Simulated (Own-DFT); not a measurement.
# Reading a pressure off an energy slope: alpha-quartz SiO2, 70 atoms (O46Si24), with two O vacancies

These are calculations. Each geometry was run twice at fixed positions with Own-DFT, a retired in-house plane-wave program that no person has reviewed: with PBE, and with HSE06 (exact exchange share 0.25 at short range, screening 0.11 per bohr, Gygi-Baldereschi treatment of its divergence). Both used PseudoDojo norm-conserving files made for PBE, a cutoff of 48 hartree, the Gamma point alone, fixed occupations, a neutral cell and no spin. The unstrained cell is 8.5 Å across at its thinnest, so Gamma alone is coarse and defects feel their images. The oxygen file's force components were 24 meV/Å off all-electron values in a glass.

Unstrained cell vectors in Å: (9.827, 0.000, 0.000); (-4.913, 8.510, 0.000); (0.000, 0.000, 10.810), volume V0 = 904.1 Å³, from measured lattice constants. Each geometry has its own random strain of a few per cent, its own defect sites and random moves of rms u per axis. HSE06 gave the energy alone. D is its energy less that of PBE, over the lowest D shown. The PBE stress wasn't checked against mesh or cutoff.

| run | V - V0 (Å³) | u (Å) | P with PBE (GPa) | D (eV) |
|---|---|---|---|---|
| 1 | -27.9 | 0.0291 | 15.32 | 0.000 |
| 2 | -24.9 | 0.0300 | 13.03 | 0.193 |
| 3 | 18.6 | 0.0295 | 2.18 | 1.447 |
| 4 | 22.2 | 0.0310 | 2.73 | 1.539 |
| 5 | -16.0 | 0.0301 | 11.57 | 0.389 |
| 6 | 4.4 | 0.0295 | 5.55 | 1.063 |
| 7 | -17.0 | 0.0286 | 11.52 | 0.482 |
| 8 | -1.4 | 0.0282 | 8.99 | 0.743 |
| 9 | -9.8 | 0.0270 | 9.97 | 0.504 |
| 10 | 4.6 | 0.0282 | 6.26 | 0.995 |
| 11 | -10.7 | 0.0320 | 10.09 | 0.543 |
| 12 | 0.1 | 0.0305 | 6.53 | 0.948 |
| 13 | 12.9 | 0.0296 | 5.27 | 1.169 |
| 14 | 5.5 | 0.0304 | 6.44 | ? |

## Worked fit

D = 0.87 + 0.0292 (V - V0) eV, with an error of 0.0012 on the volume slope and a scatter of 0.07 eV. Pressure is -dE/dV, and 1 eV/Å³ is 160.2 GPa, so HSE06 changes the pressure by -4.7 ± 0.2 GPa. Turning this into a change of volume would need the relaxed stiffness: quartz yields by tilting its tetrahedra, which these fixed-ion runs don't allow.

## Prediction

Asked: what D should run 14 give?

From the fit: 1.03 eV, with rows scattering by 0.07. DFT gave 0.979 eV.
